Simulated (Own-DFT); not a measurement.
# Response to strain: 3C SiC, 96 atoms (C48Si48)

These are calculations, not measurements. The program, named Own-DFT, is a retired in-house plane-wave density functional code that no person has reviewed. Each row is one single-point run on a periodic cell that was not relaxed, without spin or spin-orbit coupling.

Settings of every run: PBE; PseudoDojo norm-conserving scalar-relativistic files; cutoff 42 hartree; 3 x 4 x 4 k mesh centred on Gamma; Fermi-Dirac smearing of 0.1 eV.

Known limits: forces on such cells passed a denser k mesh, each cell not checked; stress not checked against mesh or cutoff.

Unstrained cell vectors in Å: (13.079, 0.000, 0.000); (0.000, 8.719, 0.000); (0.000, 0.000, 8.719). The unstrained cell has measured lattice constants (interpolated for alloys), not those of this functional. That, the random moves and any unrelaxed bonds set the pressure at no strain. Each run strains this cell uniformly, with the atoms carried along. Every atom was also moved at random, by a Gaussian of width 0.05 Å on each axis. Strain is the symmetric tensor, in per cent. Stress is positive in tension, and the pressure is minus a third of its trace.

```
run,e_xx (%),e_yy (%),e_zz (%),e_yz (%),e_xz (%),e_xy (%),s_xx (GPa),s_yy (GPa),s_zz (GPa),s_yz (GPa),s_xz (GPa),s_xy (GPa),P (GPa),E (meV/atom)
1,0.56,-0.73,-0.04,0.96,1.17,-1.11,-4.98,-8.41,-6.36,6.05,7.56,-7.54,6.58,31.9
2,-1.37,-1.11,1.52,0.15,1.64,-0.66,-10.25,-9.16,-2.99,0.91,8.22,-3.22,7.47,30.9
3,-0.62,-1.51,-0.28,-1.59,-1.69,-0.38,-11.75,-13.96,-10.83,-11.52,-10.61,-3.84,12.18,41.6
4,0.78,0.82,1.83,-1.87,0.35,-1.51,0.63,0.42,3.31,-9.44,0.91,-8.20,-1.45,14.0
5,-1.35,-1.16,-1.33,0.67,1.74,-1.02,-15.94,-14.75,-16.00,5.39,11.56,-6.74,15.56,47.1
6,1.06,1.64,0.74,0.36,-1.49,1.44,0.31,2.77,0.39,1.68,-7.27,7.41,-1.16,34.1
7,-1.79,-1.59,-1.97,-0.92,0.22,0.32,-18.76,-18.34,-19.02,-6.15,1.45,2.82,18.71,36.3
8,1.30,0.48,1.76,0.49,0.81,-1.59,1.85,0.23,3.71,2.86,3.67,-8.08,-1.93,10.0
9,-0.03,-0.39,0.24,-0.68,-1.05,-1.22,-5.79,-6.67,-5.29,-5.43,-6.72,-7.82,5.92,0.0
10,-1.08,-1.86,1.98,-1.74,0.24,1.52,-10.13,-12.29,-1.80,-10.04,2.14,8.49,8.07,32.1
11,-0.84,1.01,1.13,1.07,1.89,-1.39,-6.51,-1.55,-1.61,6.14,10.00,-8.18,3.22,34.9
12,0.58,1.21,1.24,0.63,-1.22,-0.34,-0.84,1.20,0.78,3.00,-7.37,-1.70,-0.38,23.3
13,-0.21,0.43,-0.88,-0.87,-1.00,-0.52,-6.78,-5.27,-8.37,-3.96,-5.36,-4.44,6.81,10.3
14,1.95,-0.83,0.06,0.91,-1.88,-1.47,0.78,-5.97,-4.39,4.21,-9.53,-8.02,3.19,27.1
15,-0.16,0.33,-1.03,1.21,-1.90,0.81,?,?,?,?,?,?,?,?
```

E is the free energy for each atom above the lowest run shown.

## Worked fit

Each stress component was fitted by least squares to a constant and the strains of the runs shown, as fractions, with shears doubled. Shear strains stay in the fit of a normal stress only where such slopes are resolved. The slopes, in GPa:

| stress | at no strain | per e_xx | per e_yy | per e_zz | scatter |
|---|---|---|---|---|---|
| s_xx | -6.3 | 398 ± 19 | 128 ± 19 | 154 ± 16 | 0.66 |
| s_yy | -6.1 | 144 ± 17 | 394 ± 17 | 151 ± 14 | 0.59 |
| s_zz | -6.2 | 143 ± 17 | 132 ± 17 | 414 ± 15 | 0.59 |

Each shear stress against twice its own strain: yz 265 ± 15, xz 304 ± 12, xy 285 ± 19 GPa. These are stiffnesses along x, y and z of the frame in which the cell vectors are given, which need not be the crystal's axes. The atoms are held to the strained lattice; where symmetry lets them move under strain, relaxing them would lower some slopes. The table should be nearly symmetric about its diagonal, and what it lacks of that shows the noise. A ninth of its sum, 229 ± 5 GPa, estimates the bulk modulus near the mean pressure of these runs, 5.9 GPa, so it lies above the value at zero pressure.

## Withheld run

Question: what normal stresses and pressure should run 15 give?

The fit gives s_xx = -8.1, s_yy = -6.6, s_zz = -10.3 and P = 8.3 GPa. The calculation gave -7.33, -5.95, -9.65 and P = 7.65 GPa.
